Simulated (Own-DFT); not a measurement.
Al3GaN4 (wurtzite random alloy, strained, atoms displaced) (calculated)

A calculation, not a measurement: plane-wave PBE density functional theory by an unreviewed code, no spin, of a simulated periodic cell, stress positive in tension, free energy of the whole cell less one offset for each atom, forces on such cells passed a denser k mesh, this cell's mesh not checked; offsets are fitted by least squares, one for each functional and potential file, so energies compare only between cells with the same atoms and settings and are not formation energies; the far tail of each file's local potential was reset to the Coulomb form; each entry is a single point on an unrelaxed cell, so the pressure reflects the starting lattice, mostly measured values, from which strain is counted, and rises with the displacements; printed positions are rounded, which can move forces by about a meV/angstrom; the program is a retired in-house code; no spin-orbit coupling. Program: Own-DFT development build.

### Al3GaN4 (wurtzite random alloy, strained, atoms displaced)

```
Al3GaN4
1.0
      9.1589     0.0000     0.0000
     -4.5795     7.9318     0.0000
      0.0000     0.0000    10.0655
Ga Al N Al N Al N Ga Al N Ga Al N Al Ga N Al N Al Ga N Al N Al N Ga Al N Al N Al N Al N Ga N Al N Al Ga N Al N
1 1 2 2 2 2 2 1 1 2 1 1 2 1 1 2 2 2 1 1 2 2 2 2 2 1 1 2 2 2 2 2 2 2 2 2 2 2 1 1 2 2 2
Direct
  0.09829 0.20794 0.99944
  0.21928 0.11266 0.24277
  0.11423 0.22473 0.19348
  0.21839 0.10689 0.43992
  0.11111 0.21573 0.49654
  0.22724 0.11107 0.75921
  0.11392 0.22177 0.69234
  0.22714 0.11794 0.93640
  0.11262 0.56250 0.99352
  0.21351 0.44341 0.25303
  0.10667 0.54207 0.18673
  0.22017 0.44127 0.44765
  0.11568 0.54892 0.50860
  0.21915 0.44572 0.74592
  0.09792 0.55440 0.69217
  0.23369 0.44612 0.94521
  0.10397 0.87416 0.00476
  0.21751 0.77685 0.25036
  0.11084 0.87771 0.18961
  0.22886 0.78076 0.43652
  0.11948 0.89096 0.50899
  0.22500 0.77678 0.76200
  0.10481 0.88346 0.69770
  0.21218 0.76551 0.94428
  0.44282 0.22716 0.01085
  0.55160 0.11013 0.25026
  0.44535 0.22063 0.18654
  0.55334 0.11638 0.44185
  0.44150 0.21363 0.49965
  0.54998 0.10834 0.75641
  0.44095 0.22891 0.68827
  0.55412 0.10181 0.93643
  0.43656 0.54189 0.00645
  0.54710 0.44527 0.25961
  0.43592 0.56125 0.19073
  0.55742 0.44196 0.43328
  0.43377 0.54583 0.50632
  0.56007 0.45192 0.74309
  0.44647 0.55454 0.68985
  0.55332 0.43472 0.94296
  0.43892 0.88126 0.01514
  0.55446 0.77570 0.25240
  0.43888 0.88787 0.19165
  0.55323 0.78363 0.43455
  0.43712 0.87805 0.50056
  0.55966 0.77859 0.73852
  0.44863 0.87283 0.68774
  0.55205 0.77840 0.94024
  0.77453 0.22345 0.00200
  0.89225 0.10615 0.25103
  0.78510 0.22284 0.18459
  0.88910 0.11032 0.44259
  0.77790 0.22506 0.50455
  0.88745 0.11634 0.75193
  0.76597 0.21708 0.67836
  0.88698 0.10903 0.93822
  0.77104 0.55609 0.99008
  0.88377 0.44557 0.24533
  0.77738 0.55279 0.18567
  0.89596 0.44569 0.43928
  0.78225 0.56023 0.49423
  0.89788 0.44748 0.74403
  0.78361 0.56038 0.69556
  0.89367 0.45297 0.93495
  0.77352 0.88435 0.00590
  0.89384 0.78241 0.25286
  0.77501 0.88082 0.20017
  0.88465 0.76613 0.44433
  0.77875 0.88742 0.49817
  0.89193 0.77352 0.75008
  0.77576 0.88211 0.68211
  0.88234 0.77298 0.94871
```

* functional: PBE
* potential files: PseudoDojo norm-conserving, scalar-relativistic, standard set with the stringent files for Ga
* wave cutoff: 96 hartree
* occupations: Gaussian
* smearing width: 0.01 eV
* k mesh: 4 x 4 x 3 centred on Gamma
* free energy of cell above offsets: -19.047 eV
* pressure: 18.71 GPa
* stress xx: -23.56 GPa
* stress yy: -19.5 GPa
* stress zz: -13.06 GPa
* stress yz: 0.56 GPa
* stress xz: -0.48 GPa
* stress xy: -0.41 GPa

Force:
| element | x (eV/Å) | y (eV/Å) | z (eV/Å) |
| --- | --- | --- | --- |
| Ga | 1.205 | 2.657 | 0.534 |
| Al | 1.425 | -1.156 | 1.343 |
| N | -0.432 | -0.828 | 0.051 |
| N | 0.659 | -0.164 | -1.033 |
| Al | -0.766 | 0.148 | 1.557 |
| Al | -1.031 | 0.194 | -1.661 |
| N | -0.665 | -0.161 | -0.543 |
| N | 1.033 | -1.736 | 1.725 |
| Al | 1.232 | -4.849 | 2.316 |
| Al | 1.208 | 0.126 | 0.453 |
| N | -0.566 | 2.899 | -0.778 |
| N | 1.451 | -1.423 | -1.874 |
| Ga | -2.046 | 1.716 | -1.084 |
| Al | 0.891 | -0.338 | 1.664 |
| N | 4.543 | 0.937 | -0.09 |
| N | -3.545 | -0.839 | -2.263 |
| Ga | -0.594 | 2.1 | -0.608 |
| Al | 1.671 | -2.025 | 0.805 |
| N | -0.489 | 2.807 | 0.385 |
| N | -1.601 | -0.539 | 0.292 |
| Al | -0.888 | -1.121 | -0.556 |
| Ga | 0.337 | 0.379 | -1.515 |
| N | 1.567 | 1.794 | -0.911 |
| N | 1.099 | 2.915 | -0.4 |
| Al | 1.061 | -1.595 | -2.435 |
| Al | 1.267 | 0.349 | 0.71 |
| N | -0.94 | 0.412 | 1.793 |
| N | 1.572 | -1.664 | -0.978 |
| Al | -1.05 | 1.542 | 0.57 |
| Ga | -0.171 | -0.284 | -1.656 |
| N | 0.418 | -0.675 | -0.529 |
| N | -1.091 | 1.384 | 2.536 |
| Al | 1.687 | 2.49 | -0.33 |
| Al | 0.877 | 0.478 | -3.047 |
| N | 1.189 | -1.51 | 0.619 |
| N | -0.874 | -0.029 | 2.822 |
| Al | 1.985 | 1.564 | -1.159 |
| Al | 0.514 | -1.201 | 1.677 |
| N | -1.16 | 0.069 | -0.532 |
| N | -2.162 | 0.469 | -1.826 |
| Ga | 0.406 | 0.329 | -2.895 |
| Al | -0.893 | 0.331 | 0.136 |
| N | 0.481 | 0.173 | 2.636 |
| N | 1.24 | -1.702 | 1.025 |
| Al | 0.823 | 2.27 | 0.226 |
| Al | 1.745 | -1.199 | 2.979 |
| N | -3.495 | 1.923 | -1.018 |
| N | 1.561 | -1.428 | -0.492 |
| Al | 0.431 | 0.426 | -0.848 |
| Al | -1.254 | 0.648 | 0.738 |
| N | -0.955 | -2.171 | 0.542 |
| N | -0.088 | 0.078 | -0.828 |
| Al | -0.059 | -0.483 | -2.547 |
| Al | 0.305 | -1.207 | -1.148 |
| N | 1.859 | 1.167 | 2.894 |
| N | -2.193 | -1.191 | -0.347 |
| Ga | 1.181 | -1.524 | 2.126 |
| Ga | 1.155 | -0.532 | 1.146 |
| N | -2.765 | 0.434 | 0.321 |
| N | -1.382 | -0.45 | 0.458 |
| Al | 0.312 | -3.048 | 1.622 |
| Al | -4.419 | -2.67 | 1.845 |
| N | -0.195 | -1.37 | -1.645 |
| N | 0.834 | -2.035 | -0.709 |
| Al | -0.897 | 0.027 | -0.321 |
| Ga | 0.359 | -2.308 | 0.814 |
| N | -1.267 | 1.866 | -2.03 |
| N | 0.593 | 3.813 | -0.213 |
| Al | -0.366 | -0.289 | -0.121 |
| Al | -2.076 | 0.931 | 1.086 |
| N | 0.907 | 1.22 | 1.072 |
| N | -0.708 | 2.681 | -2.543 |
